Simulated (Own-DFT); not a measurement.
# How much smaller does PBEsol make it? beta-Si3N4, 42 atoms (N24Si18)

Source: density functional calculations with Own-DFT, an unreviewed in-house program that is no longer used. Nothing was measured or relaxed, and spin and spin-orbit coupling are left out.

Limits: forces on such cells passed a denser k mesh, each cell not checked; stress not checked against mesh or cutoff.

Each geometry was run with PBE and with PBEsol, otherwise alike: PseudoDojo norm-conserving scalar-relativistic files made for PBE; cutoff 42 hartree; 3 x 3 x 3 k mesh centred on Gamma; Fermi-Dirac smearing of 0.1 eV. Unstrained cell vectors in Å: (7.606, 0.000, 0.000); (-3.803, 6.587, 0.000); (0.000, 0.000, 8.727). Each has a uniform strain, of which the change of volume is shown, and random moves of rms u per axis.

| run | volume change (%) | u (Å) | P with PBE (GPa) | P with PBEsol (GPa) |
|---|---|---|---|---|
| 1 | -3.78 | 0.0445 | 18.96 | 16.49 |
| 2 | -0.18 | 0.0498 | 8.90 | 6.48 |
| 3 | -2.34 | 0.0486 | 15.13 | 12.68 |
| 4 | 0.90 | 0.0485 | 5.74 | 3.33 |
| 5 | 0.25 | 0.0468 | 8.13 | 5.73 |
| 6 | -1.55 | 0.0495 | 12.39 | 9.94 |
| 7 | -0.57 | 0.0504 | 9.52 | 7.11 |
| 8 | 2.15 | 0.0542 | 2.90 | 0.52 |
| 9 | 1.48 | 0.0503 | 5.23 | 2.86 |
| 10 | -2.02 | 0.0538 | 15.28 | 12.84 |
| 11 | 0.18 | 0.0547 | 7.26 | ? |

Question: by how much does PBEsol shrink this cell, and what belongs in the blank?

## Worked answer

Write v for the change of volume as a fraction. Fitted to v and u², the PBE pressure has a slope of -281 ± 11 GPa in v, with the ions held to the strained lattice. The difference PBEsol less PBE is -2.41 + 1.7 v GPa (slope ± 0.2) and averages -2.42 GPa. Divided by the mean slope of the two, 280 GPa, that makes PBEsol's volume at a given pressure, near 9 GPa, about 0.9 % smaller, or 0.29 % in lengths. At one volume PBEsol's slope is the smaller by 2 GPa, but its pressure there is lower too. If stiffness rises by about 4 GPa for each GPa, PBEsol at equal pressure is stiffer by about 8 GPa. Files made for PBEsol would give a different shift.

For run 11 the line gives 4.85 GPa. Computed: 4.85 GPa.
